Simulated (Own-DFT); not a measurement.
SiC (4H silicon carbide, atoms displaced) (calculated)

A calculation, not a measurement: plane-wave PBE density functional theory by an unreviewed code, no spin, of a simulated periodic cell, stress positive in tension, free energy of the whole cell less one offset for each atom, forces on such cells passed a denser k mesh, this cell's mesh not checked; offsets are fitted by least squares, one for each functional and potential file, so energies compare only between cells with the same atoms and settings and are not formation energies; the far tail of each file's local potential was reset to the Coulomb form; each entry is a single point on an unrelaxed cell, so the pressure reflects the starting lattice, mostly measured values (interpolated for alloys), from which strain is counted, and rises with the displacements; printed positions are rounded, which can move forces by about a meV/angstrom; the program, named Own-DFT, is a retired in-house code; no spin-orbit coupling. Program: Own-DFT development build.

Common to all runs: functional PBE; potential files PseudoDojo norm-conserving, scalar-relativistic, standard set; wave cutoff 42 hartree; occupations Fermi-Dirac; smearing width 0.1 eV; hardware one NVIDIA H100; k mesh 4 x 4 x 3 centred on Gamma.

(1) 
```xyz
72
Lattice="9.2481 0.0000 0.0000 -4.6241 8.0091 0.0000 0.0000 0.0000 10.0681" Properties=species:S:1:pos:R:3:force_x:R:1:force_y:R:1:force_z:R:1 formula=SiC free_energy_of_cell_above_offsets=14.149 pressure=11.33 stress_xx=-11.6 stress_yy=-9.06 stress_zz=-13.32 stress_yz=-0.24 stress_xz=-2.38 stress_xy=-1.44 wall_time=350.7
Si     9.0927     0.0481     3.9083      3.076     -3.788      4.562
Si     0.0030     1.6736     1.5829     -1.091      2.655     -0.217
C      4.5936     7.9556     1.0287     -1.291     -0.249       0.22
C      0.0592     1.6861     3.6457     -0.944      4.748     -4.775
Si    -1.5122     2.6987     3.9711      0.925      0.981      1.889
Si    -1.5418     4.5321     1.6138      1.888     -2.131      0.012
C      7.6163     2.5479     0.8476       1.07      1.751      1.804
C     -1.4122     4.5469     3.5027     -4.358     -3.036     -1.756
Si     6.0608     5.3679     4.2499      1.961     -1.107     -4.153
Si    -3.2895     7.1267     1.7339      5.044     -2.782      -1.08
C      6.1715     5.2545     1.1555     -2.585      2.079     -2.735
C     -3.1871     7.0091     3.5442      0.898      2.554      0.006
Si    -1.3994     7.7981     4.0911     -6.047       4.41      1.543
Si     3.2123     1.7121     1.4804     -4.615     -0.753      0.948
C     -1.6169     7.8799     0.9241      0.493      1.179      0.789
C      3.0044     1.7609     3.4929       1.68     -1.914     -1.861
Si     1.5257     2.7261     3.9539      0.005      0.462      2.137
Si     1.5108     4.2961     1.5115      0.304      2.691      0.089
C      1.5348     2.5692     0.7783      0.026     -0.154       3.43
C      1.6200     4.6206     3.5040     -5.605     -5.041     -3.343
Si    -0.1565     5.3294     4.2554      5.406       0.21     -1.575
Si     0.0427     7.3178     1.6488     -0.339     -4.194     -2.451
C      0.0058     5.3306     0.9108     -0.051      0.736      1.008
C      0.0013     7.0165     3.5029      1.484      0.531     -0.839
Si     1.4263     7.9863     4.1009      1.525      1.903      0.337
Si     5.9430     1.7397     1.5391      4.795      0.542     -3.686
C      6.3025     0.0545     0.9819     -1.874     -2.117     -0.512
C      6.3898     1.8212     3.1539     -3.167     -1.718      7.412
Si     4.5407     2.5204     4.1458      1.954      2.212     -4.084
Si     4.6168     4.3014     1.7827     -1.028       2.22     -8.913
C      4.5813     2.6877     0.9923      -0.25      0.077     -2.113
C      4.8472     4.4360     3.3426     -3.077     -1.215      10.03
Si     2.9218     5.3928     4.1389       5.56      1.071     -1.274
Si     3.0995     7.0053     1.7327     -1.878      0.047     -3.816
C      3.0240     5.2850     0.8500      0.953     -0.161      1.802
C      2.9838     7.1472     3.5162     -0.345      -0.97      1.079
Si     0.0974     0.1164     9.2874     -1.865     -1.564      -3.58
Si     4.5974     6.3178     6.5756      0.799     -3.065      0.732
C     -4.5275     7.9308     5.8464     -2.619      1.318      0.182
C      4.5317     6.0878     8.5014      4.199      4.128     -1.198
Si     6.0541     5.3242     9.3174      0.638     -1.339     -1.978
Si     6.0990     3.5284     6.4676      1.032     -1.622       2.54
C     -2.8440     5.2128     5.9136     -3.531      1.548      2.618
C      6.0378     3.4862     8.4852      3.595      3.058     -0.986
Si    -1.5553     2.7258     9.0895     -1.152     -1.945     -0.288
Si     7.5545     0.9040     6.4687      2.397     -0.205      1.932
C     -1.5250     2.6852     5.9706     -0.848     -0.041     -0.512
C      7.7711     0.8514     8.3696      0.342      0.662      1.832
Si     1.5771     7.9841     9.1093      1.022       2.04      0.758
Si     1.5815     6.1241     6.6610     -0.287      1.557     -1.678
C      5.9233     0.0374     6.1432      9.875     -5.633     -5.102
C      1.4219     6.3240     8.4299      1.509     -2.658      1.444
Si     3.0781     5.4095     9.0034     -3.637     -3.364      2.694
Si     3.0386     3.5260     6.4465     -0.185     -4.761      2.656
C      3.1439     5.1165     5.8444       0.44      5.968      2.743
C      3.0975     3.4030     8.4805     -0.672      3.437      -2.13
Si     4.6405     2.6654     9.0913     -1.543       0.21      1.734
Si     4.5669     0.7763     6.4391      0.384       7.52       6.93
C      4.6359     2.5049     5.8738     -0.414      2.475      1.919
C      4.8005     1.0058     8.6374     -3.129     -4.092     -2.179
Si    -1.5708     7.9356     9.0500      3.137      0.828      1.572
Si    -1.5947     6.1748     6.7311      2.452      1.235     -6.214
C      3.1342     0.1916     6.1285     -6.777     -7.141     -3.733
C     -1.5970     6.1807     8.3596     -0.501     -0.319      8.017
Si    -0.0376     5.3398     9.1491      0.106      1.298      0.055
Si     0.0056     3.6078     6.8765     -0.407     -1.079     -8.669
C      0.1343     5.3110     5.9690     -2.548      0.089      3.322
C      0.0503     3.6084     8.5470     -1.152     -0.342      2.755
Si     1.5377     2.6849     9.0273      1.157     -0.121      1.277
Si     1.5408     0.8855     6.5407     -1.332      1.596      0.669
C      1.3828     2.6804     5.8286       1.76      0.072      2.833
C      1.6593     0.9426     8.6236     -2.747     -1.478     -2.882
```

Units: free_energy_of_cell_above_offsets in eV; pressure, stress_xx, stress_yy, stress_zz, stress_yz, stress_xz, stress_xy in GPa; wall_time in s; force_x, force_y, force_z in eV/Å.

(2) 
```xyz
72
Lattice="9.2481 0.0000 0.0000 -4.6241 8.0091 0.0000 0.0000 0.0000 10.0681" Properties=species:S:1:pos:R:3:force_x:R:1:force_y:R:1:force_z:R:1 formula=SiC free_energy_of_cell_above_offsets=8.463 pressure=10.1 stress_xx=-10.33 stress_yy=-8.87 stress_zz=-11.11 stress_yz=0.19 stress_xz=2.2 stress_xy=0.86 wall_time=356.1
Si     0.0406     0.0229     4.0886     -1.826       0.16      1.899
Si    -0.0571     1.7422     1.6771      0.017       1.89     -1.789
C      0.0759     0.0767     0.9318     -2.032     -1.683      0.721
C     -0.0899     1.9808     3.4958       8.06     -5.342     -2.382
Si    -1.4433     2.5981     4.0711     -7.893      4.147      2.555
Si    -1.6834     4.4685     1.6529      1.786     -1.306      0.351
C      7.5616     2.5992     0.9231      3.494      1.071      2.064
C     -1.5584     4.4417     3.5519     -0.166      0.551     -0.293
Si     6.0619     5.4430     4.1753      2.045     -2.388      -1.24
Si    -3.0686     7.1900     1.5534     -1.297     -2.802      2.033
C      6.0739     5.2803     1.0526      4.162      5.263     -3.645
C     -3.1807     7.0876     3.4814      2.312      2.568     -0.795
Si     3.0795     0.0738     4.3595     -0.602      -1.55     -10.15
Si     3.0389     1.8611     1.6462      2.748     -2.397     -1.211
C     -1.6277     7.9840     0.9372      3.414      1.082      4.711
C      3.2280     1.6977     3.4464     -1.848      1.662      1.561
Si     1.6118     2.8341     4.0424     -0.797     -4.797       0.77
Si     1.6126     4.5049     1.6596     -1.363     -1.984     -2.351
C      1.5588     2.5308     0.9749     -2.182      3.477      0.061
C      1.6720     4.4558     3.4314     -2.596      1.664      1.249
Si    -0.0060     5.4687     3.9632     -0.566     -9.245      3.697
Si     0.0827     7.0852     1.5274     -3.529     -0.124      1.673
C     -0.0618     5.3329     1.1084      0.942     -2.117     -2.288
C     -0.0604     6.9483     3.4240     -0.061      9.495     -1.356
Si     1.4397     7.8550     4.0966      1.731      2.197       0.12
Si     6.1333     1.6751     1.5429      0.888     -0.582      1.181
C      1.5648     7.8649     1.0540       0.37      2.363      -2.82
C      6.1373     1.7987     3.4218      2.566      -2.58      0.122
Si     4.7484     2.6835     3.9944      -2.08      0.532      2.561
Si     4.7700     4.4153     1.5368     -5.448     -2.417      1.174
C      4.7869     2.6269     0.9134     -4.039      0.126      2.066
C      4.6835     4.4364     3.3919     -1.062     -0.023      1.988
Si     3.0883     5.1370     4.2071      2.362      4.132     -1.046
Si     3.1186     7.1662     1.5790      1.335     -2.545      1.725
C      3.1136     5.0948     0.8624      0.865      2.869      2.837
C      3.0875     7.0729     3.6059     -0.104     -0.358     -1.715
Si     4.5721     7.8882     9.1574      1.122      6.943     -0.288
Si     4.4636     6.0900     6.6348      4.106      2.868      1.012
C      4.6953     7.8299     6.0198     -0.908      2.729      -0.07
C      4.4689     6.3174     8.5941      0.873     -4.278      -2.52
Si     6.0532     5.4551     9.0197      1.663     -3.002      2.045
Si     6.2529     3.5297     6.5311     -2.937     -0.253      3.074
C     -3.0016     5.2584     5.9782     -1.663      1.174      1.603
C      6.0999     3.5310     8.6134      2.294      2.016     -1.989
Si    -1.4137     2.6602     9.2309     -3.058      0.482     -2.751
Si     7.6693     0.9806     6.6818       1.25     -1.803     -1.767
C      7.6810     2.6930     5.9364      2.546      -0.62      0.211
C      7.7033     0.9372     8.4973      0.542     -1.546      1.606
Si     1.4972     7.9010     9.0277      1.409      5.559      2.369
Si     1.4327     6.0479     6.6953      3.767       5.37       1.99
C      6.1033     0.1088     5.9880      2.327     -3.333     -0.856
C      1.4688     6.2635     8.6708       0.53     -4.594     -2.775
Si     3.0344     5.3647     9.2056     -0.251     -0.651     -1.544
Si     3.1486     3.5527     6.5986     -3.796       0.07      1.185
C      2.9846     5.3622     6.0966     -0.689     -2.686     -2.046
C      3.0316     3.6787     8.4521      1.022     -1.562       1.23
Si     4.6192     2.6364     9.2321      0.146      1.656     -3.304
Si     4.6058     0.7316     6.5405      -1.73      4.073      2.448
C      4.5682     2.7478     6.1348      3.372     -3.015     -3.983
C      4.8235     1.0235     8.4380      -3.27     -3.184      0.888
Si    -1.4373     7.9874     9.3561     -0.358      1.053     -7.414
Si    -1.4264     6.0668     6.7138     -6.159      3.677      0.951
C     -1.6086     7.8654     5.9468      2.109     -0.304      7.075
C     -1.4956     6.2398     8.5668     -0.269     -0.541      0.504
Si     0.0519     5.1856     9.2034     -1.911        2.6      1.126
Si     0.0391     3.6932     6.6036     -0.701     -3.325     -2.829
C     -0.0126     5.4753     6.1153      1.232     -4.539     -5.163
C      0.0204     3.5969     8.3492      0.462     -1.584      4.521
Si     1.6088     2.7456     9.1450     -0.647     -2.117     -0.612
Si     1.6634     0.8249     6.6658       -3.3      0.242      0.406
C      1.4837     2.6062     5.8668      1.442      1.432      1.798
C      1.6290     0.8765     8.5669     -0.169     -0.018     -0.171
```

Units: free_energy_of_cell_above_offsets in eV; pressure, stress_xx, stress_yy, stress_zz, stress_yz, stress_xz, stress_xy in GPa; wall_time in s; force_x, force_y, force_z in eV/Å.

(3) 
```xyz
72
Lattice="9.2481 0.0000 0.0000 -4.6241 8.0091 0.0000 0.0000 0.0000 10.0681" Properties=species:S:1:pos:R:3:force_x:R:1:force_y:R:1:force_z:R:1 formula=SiC free_energy_of_cell_above_offsets=14.460 pressure=11.82 stress_xx=-10.64 stress_yy=-12.36 stress_zz=-12.45 stress_yz=0.84 stress_xz=-1.83 stress_xy=-0.55 wall_time=376.4
Si     0.0203     0.0502     3.9725      0.995     -2.637      1.856
Si    -0.0723     1.8102     1.4332      3.174     -1.713      3.029
C     -4.3774     7.9140     0.9669     -6.052      3.566     -2.568
C     -0.0275     1.8029     3.4719        0.5      2.003     -1.212
Si    -1.5862     2.7569     4.1082      0.938      -2.58     -1.203
Si    -1.6151     4.5054     1.6944      2.136     -0.251     -6.852
C      7.6746     2.6340     0.9786       -1.3      1.614     -1.609
C     -1.4462     4.5189     3.3449      2.496     -2.041      5.806
Si    -2.7784     5.2511     4.1484       -6.3      3.327     -3.092
Si    -2.9588     7.0391     1.4191      1.015      4.356      4.299
C     -2.9936     5.4725     0.8746      -0.97      -6.62     -2.744
C     -3.0967     6.9955     3.3341      1.646      1.067      1.647
Si     3.0177     0.1290     4.1847     -0.034     -9.552     -1.421
Si     2.9962     1.9813     1.4569      1.163     -3.753      2.768
C      3.0963     0.1331     0.9404      0.129      0.518     -2.549
C      3.0521     1.5651     3.5316      0.211      11.43     -4.001
Si     1.6441     2.7381     4.1084     -1.658     -2.633      0.792
Si     1.5278     4.5791     1.6717      1.939     -1.584     -3.084
C      1.5531     2.8521     0.8707     -2.025     -0.598      1.866
C      1.6656     4.5702     3.4299     -8.513     -5.628     -0.673
Si     0.1447     5.3482     4.2052     -1.641      1.652     -3.042
Si    -0.0064     7.3182     1.5180     -2.446     -3.533      2.954
C      0.1276     5.3682     1.0477     -5.259       2.05     -1.865
C      0.0847     7.2130     3.5842     -3.732     -2.551     -1.044
Si     1.5064     8.0067     4.1213      3.812     -2.081      1.348
Si     6.1954     1.7615     1.7063     -0.982     -0.963     -1.738
C      1.5058     7.9087     1.0613      1.746      5.097     -3.902
C      6.0985     1.6021     3.4853      1.473       5.09      0.975
Si     4.6696     2.6411     4.1377     -1.329     -0.594     -4.066
Si     4.6663     4.4216     1.5252      -0.04      2.497      0.773
C      4.6319     2.6816     1.1250       1.43      -1.02     -3.806
C      4.6147     4.3805     3.3903       0.79     -0.441      1.524
Si     2.9645     5.2030     4.0097      11.43      6.473      3.865
Si     2.9378     7.0734     1.5634      5.015     -0.783      1.565
C      3.0765     5.3214     0.8843      0.713     -0.317      1.704
C      3.1535     7.0547     3.5334     -2.295      0.459      -1.67
Si    -0.0065     0.1625     9.0976      3.445     -6.106          4
Si     4.4019     6.1247     6.7161      4.272      3.075     -3.934
C     -4.5260     7.9035     6.0364       -0.8      1.046     -0.092
C      4.6251     6.2440     8.4622     -1.996      0.016      1.258
Si    -3.1452     5.4695     8.9052      2.759     -1.948      3.598
Si     5.9536     3.4763     6.6801      4.521      1.563     -4.218
C      6.1084     5.3019     5.8318     -0.219     -1.175      6.241
C      6.2323     3.3487     8.4211     -0.596      3.799      0.702
Si     7.7350     2.6186     9.0337      0.227      -0.83      2.521
Si     7.7925     0.8641     6.6038      1.057     -0.659     -1.009
C      7.6740     2.6435     5.9194     -0.728      1.142      2.216
C      7.8279     0.7863     8.5698     -5.655      4.137     -2.694
Si     6.2052     0.0996     9.0284      1.522     -2.691      3.485
Si     1.4427     6.2704     6.6136      2.196      -2.51      1.803
C      1.6219     7.8926     6.0092     -1.533      4.023      0.047
C      1.6613     6.3453     8.6337     -2.552     -2.642     -2.578
Si     3.0943     5.1622     9.1554     -0.037      6.019      0.842
Si     3.0744     3.5085     6.6466       -1.7      1.051     -2.019
C      3.0717     5.4439     5.8727     -3.467     -3.913      0.795
C      2.9804     3.6218     8.4852      2.234     -4.941     -1.072
Si     4.7924     2.5359     8.9938     -3.631      3.668      4.734
Si     4.7024     0.9400     6.7097     -0.131      -2.42     -5.473
C      4.6325     2.5889     5.8852     -1.825      0.228       3.69
C      4.7198     0.8998     8.4441     -1.484     -0.735      0.741
Si     3.0897     0.1478     8.8979     -0.948      1.918      5.206
Si    -1.5723     6.1490     6.6241     -1.494      1.458     -1.398
C     -1.7123     7.9355     5.9077      4.835     -1.387      3.679
C     -1.4999     6.4850     8.5207     -1.548     -4.792      -2.41
Si    -0.1318     5.4735     9.1601      3.722      -1.42      1.788
Si    -0.1261     3.7620     6.6789      1.161     -10.46     -0.198
C     -0.0703     5.2231     6.0102      0.972      7.342      -1.61
C     -0.0378     3.3949     8.4056     -0.043      3.874       2.54
Si     1.5011     2.6884     9.1715      0.225      1.975     -1.637
Si     1.7140     0.7649     6.7921     -6.355      3.101     -4.513
C      1.4831     2.6319     6.0642      0.978      1.031     -0.867
C      1.3805     1.0374     8.4857      4.448     -1.158      1.207
```

Units: free_energy_of_cell_above_offsets in eV; pressure, stress_xx, stress_yy, stress_zz, stress_yz, stress_xz, stress_xy in GPa; wall_time in s; force_x, force_y, force_z in eV/Å.
